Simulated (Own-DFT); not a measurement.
# Computed records: Al3GaN4 (wurtzite random alloy, strained, atoms displaced), Al5Ga3N8 (wurtzite random alloy, atoms displaced)

All values are calculated (Own-DFT development build). A calculation, not a measurement: plane-wave PBE density functional theory by an unreviewed code, no spin, of a simulated periodic cell, stress positive in tension, free energy of the whole cell less one offset for each atom, forces on such cells passed a denser k mesh, this cell's mesh not checked; offsets are fitted by least squares, one for each functional and potential file, so energies compare only between cells with the same atoms and settings and are not formation energies; the far tail of each file's local potential was reset to the Coulomb form; each entry is a single point on an unrelaxed cell, so the pressure reflects the starting lattice, mostly measured values, from which strain is counted, and rises with the displacements; printed positions are rounded, which can move forces by about a meV/angstrom; the program is a retired in-house code; no spin-orbit coupling.

Common to all runs: functional PBE.

```json
{"entry": 1, "formula": "Al3GaN4", "kind": "wurtzite random alloy, strained, atoms displaced", "structure": {"cell_angstrom": [[9.3468, 0.0, 0.0], [-4.6734, 8.0946, 0.0], [0.0, 0.0, 10.0655]], "atoms_fractional": [["Al", 0.10574, 0.21612, 0.9956], ["Al", 0.20942, 0.10097, 0.25052], ["N", 0.10237, 0.2163, 0.19892], ["N", 0.21981, 0.11451, 0.4286], ["Al", 0.10335, 0.21268, 0.50965], ["Al", 0.22447, 0.11312, 0.74706], ["N", 0.12295, 0.23304, 0.69386], ["N", 0.22779, 0.10784, 0.93342], ["Al", 0.1151, 0.56231, 0.99778], ["Al", 0.22439, 0.44325, 0.25228], ["N", 0.10803, 0.56174, 0.1945], ["N", 0.21806, 0.44517, 0.4428], ["Ga", 0.10775, 0.55322, 0.49636], ["Ga", 0.22121, 0.4341, 0.74688], ["N", 0.11159, 0.55385, 0.68565], ["N", 0.21745, 0.45614, 0.93719], ["Al", 0.12729, 0.88842, 0.00223], ["Al", 0.22382, 0.78199, 0.24909], ["N", 0.12306, 0.8941, 0.18642], ["N", 0.22675, 0.77252, 0.44102], ["Al", 0.10772, 0.89426, 0.50696], ["Ga", 0.22082, 0.78219, 0.7475], ["N", 0.1134, 0.87652, 0.6893], ["N", 0.22928, 0.78598, 0.94807], ["Al", 0.44861, 0.22629, 0.00117], ["Ga", 0.55438, 0.11602, 0.25264], ["N", 0.44428, 0.22467, 0.18988], ["N", 0.54936, 0.10236, 0.44005], ["Al", 0.43759, 0.21855, 0.49571], ["Ga", 0.55597, 0.11356, 0.7465], ["N", 0.45484, 0.22629, 0.69284], ["N", 0.54574, 0.10652, 0.94112], ["Al", 0.442, 0.55952, 0.00546], ["Al", 0.5719, 0.44913, 0.24443], ["N", 0.44617, 0.55787, 0.19698], ["N", 0.56121, 0.44969, 0.44156], ["Al", 0.44412, 0.5553, 0.50073], ["Al", 0.55762, 0.44642, 0.74768], ["N", 0.43119, 0.5469, 0.68991], ["N", 0.55251, 0.44981, 0.93567], ["Al", 0.4455, 0.89121, 0.00156], ["Al", 0.56452, 0.78764, 0.25598], ["N", 0.43677, 0.88755, 0.18823], ["N", 0.55299, 0.77001, 0.44314], ["Al", 0.43686, 0.88266, 0.50542], ["Al", 0.5456, 0.77906, 0.75333], ["N", 0.44402, 0.88513, 0.69501], ["N", 0.55027, 0.77597, 0.94663], ["Ga", 0.78596, 0.22731, 0.00307], ["Al", 0.88809, 0.12162, 0.25076], ["N", 0.77869, 0.22656, 0.18388], ["N", 0.89195, 0.11907, 0.44212], ["Ga", 0.78992, 0.2295, 0.49959], ["Ga", 0.88379, 0.10957, 0.74738], ["N", 0.77101, 0.21874, 0.69397], ["N", 0.88488, 0.11125, 0.93503], ["Ga", 0.78095, 0.5551, 0.99866], ["Al", 0.89068, 0.45031, 0.24436], ["N", 0.7851, 0.56665, 0.1851], ["N", 0.88934, 0.43809, 0.44351], ["Al", 0.77723, 0.55948, 0.50141], ["Al", 0.89088, 0.45511, 0.74593], ["N", 0.78098, 0.55987, 0.68756], ["N", 0.88786, 0.43717, 0.94499], ["Al", 0.78457, 0.89687, 0.00318], ["Al", 0.88997, 0.77727, 0.25984], ["N", 0.78554, 0.89231, 0.18903], ["N", 0.89431, 0.78765, 0.43859], ["Al", 0.77253, 0.88738, 0.49983], ["Al", 0.88825, 0.77725, 0.75375], ["N", 0.77867, 0.89547, 0.68722], ["N", 0.88708, 0.78208, 0.94239]]}, "settings": {"potential_files": "PseudoDojo norm-conserving, scalar-relativistic, standard set", "wave_cutoff [hartree]": 42.0, "occupations": "Fermi-Dirac", "smearing_width [eV]": 0.1, "k_mesh": "4 x 4 x 3 centred on Gamma"}, "results": {"free_energy_of_cell_above_offsets [eV]": "-16.256", "pressure [GPa]": 8.93, "stress_xx [GPa]": -9.56, "stress_yy [GPa]": -9.7, "stress_zz [GPa]": -7.53, "stress_yz [GPa]": 0.0, "stress_xz [GPa]": 0.09, "stress_xy [GPa]": 1.14, "force_element": ["Al", "Al", "N", "N", "Al", "Al", "N", "N", "Al", "Al", "N", "N", "Ga", "Ga", "N", "N", "Al", "Al", "N", "N", "Al", "Ga", "N", "N", "Al", "Ga", "N", "N", "Al", "Ga", "N", "N", "Al", "Al", "N", "N", "Al", "Al", "N", "N", "Al", "Al", "N", "N", "Al", "Al", "N", "N", "Ga", "Al", "N", "N", "Ga", "Ga", "N", "N", "Ga", "Al", "N", "N", "Al", "Al", "N", "N", "Al", "Al", "N", "N", "Al", "Al", "N", "N"], "force_x [eV/angstrom]": [0.583, 0.793, 0.798, -0.046, 0.561, 1.042, -0.113, -1.182, -0.836, -0.612, 1.203, 2.062, 0.56, -2.096, -1.038, 1.89, -3.231, 0.464, -1.667, -2.071, 1.783, 2.967, -4.548, 0.562, -0.357, 0.271, -1.179, -0.271, 1.129, 0.192, -3.111, 0.837, -0.021, -2.557, 0.583, -0.057, -0.603, -0.656, 3.363, -0.048, 0.501, -0.961, 1.895, -0.168, 1.107, 1.971, -0.357, 0.907, -1.664, 0.305, 0.259, 1.242, -2.551, 0.362, 1.289, 1.635, -0.819, 0.205, 0.501, -2.749, 0.855, 1.188, -0.699, 0.412, -0.858, 0.42, -0.643, -0.211, -0.092, -0.458, 0.34, 1.493], "force_y [eV/angstrom]": [0.975, 1.877, 0.987, -0.744, 2.092, -0.33, -5.854, 0.548, 0.01, 0.24, -0.605, -1.658, 0.456, 4.075, -0.215, -2.005, 1.156, -0.569, -1.137, 2.014, -0.595, -2.458, 3.457, -1.932, -0.071, -1.05, 0.844, 0.506, 0.775, -1.222, 0.275, 0.764, -0.406, -0.418, 0.059, -0.742, -0.988, 0.304, 2.438, -0.653, 0.223, -0.901, 0.01, 1.523, 0.343, -1.318, 0.498, 0.945, -2.077, -1.235, 0.494, -2.402, -1.958, 1.051, 2.579, -0.501, 0.413, -0.423, -0.567, 2.74, -0.363, -1.702, 0.324, 3.126, -1.198, 1.257, 0.488, -0.969, 0.723, 0.604, -2.631, 0.702], "force_z [eV/angstrom]": [0.57, -1.303, -2.091, 3.317, -1.862, 0.621, -1.806, 0.799, 1.069, 0.34, -0.934, -0.497, 0.555, 1.95, 1.353, 1.426, -0.008, 0.889, 0.709, -0.595, -1.672, 1.87, -0.839, -1.395, -0.435, -0.545, -0.219, 1.293, 0.201, 1.677, -1.979, 0.322, -0.121, 0.954, -0.558, -0.512, -0.153, 0.182, -0.733, 0.49, 0.411, -1.077, 0.406, -0.02, -0.43, 0.651, -1.52, -0.862, -1.359, 0.386, 2.698, -0.711, 1.395, 0.356, -0.745, 1.083, -0.764, 0.88, 1.936, -2.344, -0.392, 0.79, 0.317, -2.252, -0.306, -2.58, 1.181, 1.385, -0.024, 0.049, -0.121, -0.747]}}
{"entry": 2, "formula": "Al3GaN4", "kind": "wurtzite random alloy, strained, atoms displaced", "structure": {"cell_angstrom": [[9.2294, 0.0, 0.0], [-4.6147, 7.9929, 0.0], [0.0, 0.0, 10.0655]], "atoms_fractional": [["Al", 0.11011, 0.22514, 0.00051], ["Al", 0.22049, 0.11021, 0.25133], ["N", 0.10904, 0.22768, 0.18474], ["N", 0.21535, 0.11994, 0.44031], ["Al", 0.11659, 0.23282, 0.50214], ["Ga", 0.22157, 0.11361, 0.74998], ["N", 0.11111, 0.22402, 0.68785], ["N", 0.21909, 0.10921, 0.94268], ["Ga", 0.1142, 0.55976, 0.99743], ["Al", 0.21022, 0.43581, 0.24918], ["N", 0.10667, 0.5544, 0.19355], ["N", 0.2241, 0.44343, 0.43503], ["Al", 0.1065, 0.55473, 0.49673], ["Al", 0.2157, 0.44746, 0.74815], ["N", 0.11044, 0.55405, 0.69272], ["N", 0.21846, 0.4313, 0.94023], ["Al", 0.11485, 0.89004, 0.99629], ["Al", 0.22865, 0.7773, 0.24597], ["N", 0.1128, 0.89559, 0.18058], ["N", 0.23407, 0.7913, 0.44727], ["Al", 0.10284, 0.88215, 0.49106], ["Ga", 0.21609, 0.77701, 0.74592], ["N", 0.10997, 0.88743, 0.7006], ["N", 0.23019, 0.78619, 0.94149], ["Al", 0.45534, 0.22983, 0.99408], ["Ga", 0.54648, 0.11216, 0.24536], ["N", 0.44845, 0.21909, 0.19092], ["N", 0.55848, 0.10921, 0.43653], ["Al", 0.45425, 0.24076, 0.50091], ["Al", 0.55183, 0.11603, 0.74427], ["N", 0.4453, 0.21811, 0.69186], ["N", 0.55175, 0.10688, 0.94495], ["Al", 0.45594, 0.55118, 0.01149], ["Al", 0.5468, 0.43566, 0.25589], ["N", 0.44896, 0.55731, 0.19555], ["N", 0.55664, 0.44348, 0.43328], ["Ga", 0.43825, 0.55282, 0.50153], ["Al", 0.56094, 0.45273, 0.75105], ["N", 0.43847, 0.55452, 0.69143], ["N", 0.55903, 0.44063, 0.94134], ["Al", 0.43351, 0.87744, 0.99249], ["Ga", 0.56158, 0.79159, 0.25964], ["N", 0.44728, 0.89324, 0.18768], ["N", 0.55474, 0.76903, 0.4422], ["Al", 0.449, 0.8856, 0.49085], ["Ga", 0.55417, 0.77827, 0.75117], ["N", 0.44522, 0.89098, 0.69198], ["N", 0.54351, 0.77705, 0.94819], ["Ga", 0.77918, 0.22781, 0.00239], ["Al", 0.89065, 0.1073, 0.25109], ["N", 0.77009, 0.20821, 0.19135], ["N", 0.89856, 0.11991, 0.44637], ["Al", 0.77494, 0.22972, 0.49944], ["Al", 0.88373, 0.10745, 0.75597], ["N", 0.78506, 0.22315, 0.68873], ["N", 0.8898, 0.1118, 0.94458], ["Al", 0.77827, 0.55319, 5e-05], ["Al", 0.88352, 0.44801, 0.25179], ["N", 0.77676, 0.56849, 0.18911], ["N", 0.89074, 0.44613, 0.4382], ["Al", 0.77744, 0.55993, 0.50518], ["Al", 0.89012, 0.44511, 0.75618], ["N", 0.76902, 0.55418, 0.69267], ["N", 0.89676, 0.44087, 0.94833], ["Ga", 0.78047, 0.88352, 0.00208], ["Al", 0.87725, 0.76827, 0.24692], ["N", 0.77922, 0.88933, 0.19721], ["N", 0.88643, 0.77952, 0.43494], ["Al", 0.77693, 0.88824, 0.4932], ["Al", 0.8984, 0.77972, 0.75499], ["N", 0.79213, 0.89245, 0.6916], ["N", 0.89087, 0.77327, 0.94338]]}, "settings": {"potential_files": "PseudoDojo norm-conserving, scalar-relativistic, standard set with the stringent files for Ga", "wave_cutoff [hartree]": 96.0, "occupations": "Gaussian", "smearing_width [eV]": 0.01, "k_mesh": "4 x 4 x 3 centred on Gamma"}, "results": {"free_energy_of_cell_above_offsets [eV]": "-20.893", "pressure [GPa]": 14.4, "stress_xx [GPa]": -17.38, "stress_yy [GPa]": -18.11, "stress_zz [GPa]": -7.71, "stress_yz [GPa]": 0.51, "stress_xz [GPa]": -0.89, "stress_xy [GPa]": 0.52, "force_element": ["Al", "Al", "N", "N", "Al", "Ga", "N", "N", "Ga", "Al", "N", "N", "Al", "Al", "N", "N", "Al", "Al", "N", "N", "Al", "Ga", "N", "N", "Al", "Ga", "N", "N", "Al", "Al", "N", "N", "Al", "Al", "N", "N", "Ga", "Al", "N", "N", "Al", "Ga", "N", "N", "Al", "Ga", "N", "N", "Ga", "Al", "N", "N", "Al", "Al", "N", "N", "Al", "Al", "N", "N", "Al", "Al", "N", "N", "Ga", "Al", "N", "N", "Al", "Al", "N", "N"], "force_x [eV/angstrom]": [0.539, -0.367, 0.736, 2.397, -0.679, -0.306, -1.056, 0.641, 1.988, 1.173, -0.047, -2.116, 1.294, 1.75, -1.453, 0.8, -0.28, -1.365, 0.171, -1.418, 0.528, 2.144, -1.013, -2.504, -1.42, 2.942, -4.118, -0.957, -0.314, 2.544, -0.777, -0.212, -2.407, 0.358, -0.899, 0.869, 0.802, -1.931, 0.688, 0.145, 1.457, -0.257, -0.896, -0.076, 0.052, 0.864, -0.06, 2.98, 0.043, -0.377, 0.829, -1.559, 1.611, 1.085, -1.724, 0.364, 0.612, 0.212, 0.474, -1.298, 0.147, -0.228, 2.457, -2.844, -1.632, 1.459, 0.758, 0.298, 0.442, -1.918, -0.915, 0.765], "force_y [eV/angstrom]": [-1.736, 0.527, -1.521, -1.085, -1.223, 0.275, 0.775, 1.042, 0.052, 1.759, 0.247, 0.607, 0.755, -1.46, -0.449, 2.97, 0.489, 0.639, -1.39, -2.43, 2.349, 0.319, 0.229, -1.645, -2.797, -1.112, 2.385, 0.71, -4.156, -1.348, 2.837, 0.034, 0.49, 1.163, -0.925, 1.45, -0.47, -1.711, -0.929, 1.652, 3.41, -1.701, -1.713, 2.017, 1.518, 0.62, 0.721, -2.011, -2.864, 1.114, 2.572, -0.94, -1.423, 0.532, 0.584, -0.372, 0.169, -0.987, -4.607, 0.853, -0.184, -0.716, 0.808, 2.066, 0.781, 3.609, 0.322, -1.149, 1.521, -0.386, -0.828, -0.707], "force_z [eV/angstrom]": [0.182, -0.499, 0.642, -0.224, 0.624, 0.681, 0.185, 0.245, 1.143, -0.167, 0.403, 0.01, 0.425, 1.385, -1.482, -0.798, 0.611, 0.392, 1.857, -1.696, 1.352, 0.795, -3.035, -0.966, 1.306, 1.379, -1.711, 1.38, 0.34, 1.538, -1.393, -1.822, -0.814, -1.809, -0.032, 1.603, 0.335, 0.62, 0.295, -0.941, 2.299, -1.89, -0.773, 0.936, 2.295, 0.643, -1.602, -0.782, 0.843, 0.708, 0.837, -1.259, 0.153, -0.451, 0.301, -1.139, 0.705, -0.813, -0.809, 0.312, -0.819, -0.385, -0.386, -2.413, 0.442, 0.734, -0.48, 0.239, 1.754, 0.13, -0.686, -0.983]}}
{"entry": 3, "formula": "Al5Ga3N8", "kind": "wurtzite random alloy, atoms displaced", "structure": {"cell_angstrom": [[12.5635, 0.0, 0.0], [-6.2817, 10.8803, 0.0], [0.0, 0.0, 10.1163]], "atoms_fractional": [["Ga", 0.08173, 0.16648, 0.98935], ["Ga", 0.17136, 0.08651, 0.25109], ["N", 0.089, 0.15566, 0.20134], ["N", 0.16882, 0.09897, 0.44269], ["Ga", 0.09475, 0.17983, 0.50258], ["Ga", 0.17984, 0.08185, 0.7535], ["N", 0.07328, 0.17148, 0.68453], ["N", 0.16828, 0.08871, 0.93164], ["Ga", 0.07041, 0.40024, 0.9956], ["Al", 0.15247, 0.32749, 0.23051], ["N", 0.08067, 0.40957, 0.1912], ["N", 0.16735, 0.32117, 0.4333], ["Al", 0.07532, 0.42307, 0.49127], ["Al", 0.16739, 0.33845, 0.73631], ["N", 0.07636, 0.39504, 0.66738], ["N", 0.15625, 0.32638, 0.94859], ["Ga", 0.09782, 0.68152, 0.99849], ["Al", 0.16966, 0.58786, 0.25708], ["N", 0.09228, 0.67852, 0.19008], ["N", 0.17656, 0.60089, 0.43492], ["Al", 0.0872, 0.66744, 0.51315], ["Ga", 0.1571, 0.57472, 0.76192], ["N", 0.07776, 0.65574, 0.69501], ["N", 0.17121, 0.58504, 0.93185], ["Al", 0.09241, 0.9134, 0.01597], ["Ga", 0.17156, 0.84285, 0.24745], ["N", 0.09189, 0.92315, 0.18834], ["N", 0.15305, 0.8322, 0.44803], ["Al", 0.07824, 0.92038, 0.50392], ["Al", 0.16634, 0.82824, 0.75247], ["N", 0.0817, 0.91472, 0.68408], ["N", 0.16717, 0.82059, 0.93216], ["Al", 0.34482, 0.16833, 0.01087], ["Al", 0.40338, 0.07412, 0.24479], ["N", 0.33991, 0.17738, 0.1787], ["N", 0.41205, 0.07651, 0.44002], ["Ga", 0.34009, 0.15935, 0.48189], ["Al", 0.41651, 0.08124, 0.74601], ["N", 0.33194, 0.16175, 0.68256], ["N", 0.42401, 0.08955, 0.94488], ["Ga", 0.33312, 0.41064, 0.99249], ["Al", 0.41452, 0.32472, 0.24975], ["N", 0.33767, 0.41425, 0.18718], ["N", 0.4246, 0.3278, 0.44683], ["Al", 0.32595, 0.41029, 0.48997], ["Al", 0.42121, 0.3375, 0.74836], ["N", 0.32952, 0.42233, 0.69161], ["N", 0.40471, 0.33453, 0.9257], ["Al", 0.33736, 0.67249, 0.99624], ["Al", 0.41176, 0.58787, 0.25106], ["N", 0.32668, 0.65255, 0.19082], ["N", 0.41632, 0.58081, 0.44903], ["Al", 0.33094, 0.66333, 0.49822], ["Al", 0.42133, 0.59248, 0.75417], ["N", 0.3417, 0.67784, 0.70275], ["N", 0.409, 0.58787, 0.9455], ["Ga", 0.32183, 0.91237, 0.9962], ["Al", 0.40737, 0.83187, 0.2434], ["N", 0.33244, 0.91148, 0.19906], ["N", 0.4276, 0.83183, 0.45087], ["Ga", 0.33056, 0.90403, 0.49928], ["Al", 0.41936, 0.83695, 0.74438], ["N", 0.3324, 0.91718, 0.69258], ["N", 0.40854, 0.82445, 0.95108], ["Ga", 0.5764, 0.16591, 0.01295], ["Al", 0.65901, 0.06352, 0.247], ["N", 0.58234, 0.17732, 0.1833], ["N", 0.66561, 0.09112, 0.44487], ["Al", 0.58047, 0.17247, 0.49069], ["Ga", 0.67714, 0.07723, 0.7473], ["N", 0.58867, 0.16432, 0.69377], ["N", 0.667, 0.0775, 0.94454], ["Al", 0.58108, 0.42701, 0.99849], ["Ga", 0.66301, 0.32917, 0.2668], ["N", 0.59414, 0.42367, 0.17544], ["N", 0.67237, 0.33731, 0.42967], ["Al", 0.58115, 0.43198, 0.50016], ["Ga", 0.65989, 0.3253, 0.74171], ["N", 0.59015, 0.4275, 0.69466], ["N", 0.66714, 0.33624, 0.925], ["Al", 0.58117, 0.66375, 0.9964], ["Al", 0.68279, 0.59497, 0.24536], ["N", 0.57951, 0.66088, 0.18031], ["N", 0.6573, 0.57803, 0.43276], ["Ga", 0.57206, 0.66309, 0.50077], ["Al", 0.66244, 0.58016, 0.75598], ["N", 0.59284, 0.67871, 0.69518], ["N", 0.66832, 0.58264, 0.93299], ["Ga", 0.5868, 0.91815, 0.99201], ["Al", 0.66262, 0.83971, 0.25198], ["N", 0.58275, 0.92447, 0.19389], ["N", 0.66776, 0.83356, 0.44016], ["Al", 0.56774, 0.91135, 0.50917], ["Al", 0.66668, 0.83023, 0.76384], ["N", 0.57367, 0.92864, 0.68719], ["N", 0.67187, 0.8406, 0.94092], ["Ga", 0.84186, 0.17007, 0.99254], ["Al", 0.91245, 0.0891, 0.26435], ["N", 0.85139, 0.17637, 0.18218], ["N", 0.91095, 0.08338, 0.42928], ["Al", 0.82663, 0.1652, 0.5003], ["Al", 0.90646, 0.07854, 0.73983], ["N", 0.84144, 0.17309, 0.67248], ["N", 0.92921, 0.08033, 0.9427], ["Al", 0.83797, 0.42062, 0.99641], ["Al", 0.92438, 0.34295, 0.2614], ["N", 0.84176, 0.43605, 0.19236], ["N", 0.9182, 0.32278, 0.44009], ["Ga", 0.83075, 0.41593, 0.49748], ["Ga", 0.92026, 0.32918, 0.75927], ["N", 0.83391, 0.4196, 0.68517], ["N", 0.92064, 0.32927, 0.93835], ["Ga", 0.83165, 0.67554, 0.00385], ["Al", 0.91801, 0.58156, 0.25087], ["N", 0.83125, 0.66956, 0.18139], ["N", 0.91755, 0.58723, 0.44722], ["Ga", 0.82975, 0.65455, 0.49973], ["Al", 0.91019, 0.5764, 0.73943], ["N", 0.82623, 0.66727, 0.69858], ["N", 0.92225, 0.5747, 0.93854], ["Al", 0.83153, 0.93072, 0.98709], ["Al", 0.91487, 0.82643, 0.24824], ["N", 0.82586, 0.92018, 0.18246], ["N", 0.91267, 0.82995, 0.44385], ["Ga", 0.83489, 0.92141, 0.49567], ["Al", 0.91179, 0.83623, 0.73851], ["N", 0.83306, 0.92243, 0.68741], ["N", 0.92763, 0.83833, 0.943]]}, "settings": {"potential_files": "PseudoDojo norm-conserving, scalar-relativistic, standard set", "wave_cutoff [hartree]": 42.0, "occupations": "Fermi-Dirac", "smearing_width [eV]": 0.05, "k_mesh": "3 x 3 x 3 centred on Gamma"}, "results": {"free_energy_of_cell_above_offsets [eV]": "-0.043", "pressure [GPa]": 11.17, "stress_xx [GPa]": -8.44, "stress_yy [GPa]": -13.13, "stress_zz [GPa]": -11.93, "stress_yz [GPa]": -0.71, "stress_xz [GPa]": -0.62, "stress_xy [GPa]": -0.78, "force_element": ["Ga", "Ga", "N", "N", "Ga", "Ga", "N", "N", "Ga", "Al", "N", "N", "Al", "Al", "N", "N", "Ga", "Al", "N", "N", "Al", "Ga", "N", "N", "Al", "Ga", "N", "N", "Al", "Al", "N", "N", "Al", "Al", "N", "N", "Ga", "Al", "N", "N", "Ga", "Al", "N", "N", "Al", "Al", "N", "N", "Al", "Al", "N", "N", "Al", "Al", "N", "N", "Ga", "Al", "N", "N", "Ga", "Al", "N", "N", "Ga", "Al", "N", "N", "Al", "Ga", "N", "N", "Al", "Ga", "N", "N", "Al", "Ga", "N", "N", "Al", "Al", "N", "N", "Ga", "Al", "N", "N", "Ga", "Al", "N", "N", "Al", "Al", "N", "N", "Ga", "Al", "N", "N", "Al", "Al", "N", "N", "Al", "Al", "N", "N", "Ga", "Ga", "N", "N", "Ga", "Al", "N", "N", "Ga", "Al", "N", "N", "Al", "Al", "N", "N", "Ga", "Al", "N", "N"], "force_x [eV/angstrom]": [3.232, 1.022, -5.31, 2.989, -2.677, -3.075, 1.289, 2.97, 2.373, 5.018, -2.251, -1.826, 2.765, 0.941, -1.614, 1.737, -1.081, -0.742, -0.132, -1.1, -1.427, 1.511, -0.618, 0.401, -2.357, -0.896, -1.216, 1.839, 0.212, -1.104, 0.226, -2.326, -2.58, 1.869, 1.106, 3.265, -4.002, 0.569, 2.641, -2.487, -3.293, 0.243, -1.104, -1.565, 1.023, -1.035, 1.798, 4.861, -1.216, 3.705, -1.904, -3.054, 1.428, -0.335, -0.448, 2.93, 3.141, 3.617, -0.521, -5.057, -1.561, -1.539, -0.146, 0.365, 3.035, 0.255, 0.402, -0.361, 1.059, -1.457, -1.669, 0.127, 1.368, -0.124, -1.256, -2.074, 1.624, 0.662, -1.467, 0.039, -0.374, -4.13, -0.251, 0.927, 2.98, 0.474, -0.833, -1.837, -1.824, 1.603, -1.138, -2.309, 6.25, -0.171, 2.377, 0.149, -0.318, 2.255, -2.482, -0.379, 1.022, 2.432, -0.458, -4.789, -1.335, -1.41, 1.39, -1.432, 1.386, -1.02, 0.581, -4.228, 1.732, 0.128, 2.896, 3.174, -3.043, -0.552, 1.063, -0.72, 2.921, -1.403, 0.801, 0.941, -0.412, 1.649, -0.907, -1.023], "force_y [eV/angstrom]": [-0.628, -0.218, 2.697, -4.116, -4.047, -0.391, -0.676, -1.641, 4.544, -1.691, 3.195, 7.093, -0.8, -2.098, 3.457, 2.081, -8.684, -0.748, -2.073, -2.268, 0.784, -0.397, 1.73, -0.685, 1.107, -2.072, -1.131, -0.191, 0.789, 0.156, -0.953, 6.943, 0.811, 2.278, -3.018, -1.385, 1.289, 1.033, 2.074, -2.469, 2.025, 4.329, 0.05, 1.492, 0.074, -0.755, 0.381, -1.769, -3.477, -2.578, 3.389, -1.415, 0.688, -0.867, -1.908, -0.28, 1.638, -1.625, 2.001, -3.473, 0.833, 0.105, -0.685, 3.67, 2.098, 9.353, -3.278, -1.878, -0.793, 3.345, -1.454, 2.408, -2.158, 1.872, -0.326, -0.262, -3.07, 1.579, -1.754, 0.295, 0.16, -2.788, 1.451, 2.329, 2.281, 2.083, -2.301, 1.009, -1.199, -1.376, -7.137, 0.079, 3.945, 1.606, -3.523, -2.138, -2.444, -1.23, 0.105, 0.68, -0.707, 2.437, -1.546, 0.515, -1.185, -1.487, -4.982, 1.968, -0.306, 0.782, -1.431, 0.358, -0.945, 4.008, 0.594, -0.947, 2.366, 1.497, -0.304, 2.213, -3.134, 2.614, -0.204, 0.052, -0.452, -0.131, -1.705, 0.97], "force_z [eV/angstrom]": [2.807, 1.285, -2.519, -0.748, 1.522, -1.347, 1.946, 3.293, 2.175, 2.148, 0.369, -2.999, -0.044, 1.636, 1.654, -2.705, 2.192, -2.582, 0.708, 1.363, -1.304, -4.047, -0.825, 4.848, -4.785, 2.876, 1.317, -0.482, -0.702, -2.147, 1.265, -1.452, -5.179, 0.519, 3.31, -2.553, 3.343, 0.291, 0.03, -1.726, 2.025, 0.383, 1.271, -1.818, 1.048, -1.779, -0.847, 0.908, 1.22, -0.255, -0.465, -2.14, 2.121, -0.01, -2.485, -1.537, 0.392, 1.037, -1.618, -3.84, 0.508, 1.975, 0.699, -1.757, -4.208, 2.661, 4.816, -1.515, 1.59, 0.927, -2.196, -1.037, -1.158, -8.292, 2.455, 7.554, 1.246, 0.547, -2.194, 3.063, 0.415, 0.239, 1.566, -0.869, 0.638, -1.034, 0.41, 1.287, 1.768, -0.563, -1.985, -0.181, -0.075, -2.802, 0.421, -0.368, 1.803, -5.602, 1.395, 4.825, -2.281, 0.76, 3.45, -3.903, 0.795, -2.431, -1.039, -0.573, 0.461, -3.501, 0.169, -0.237, -3.143, 0.474, 3.034, -2.067, 1.584, 2.598, -0.878, -1.098, 3.403, 0.147, 0.756, -1.405, -0.283, 1.734, 1.051, -0.917]}}
```
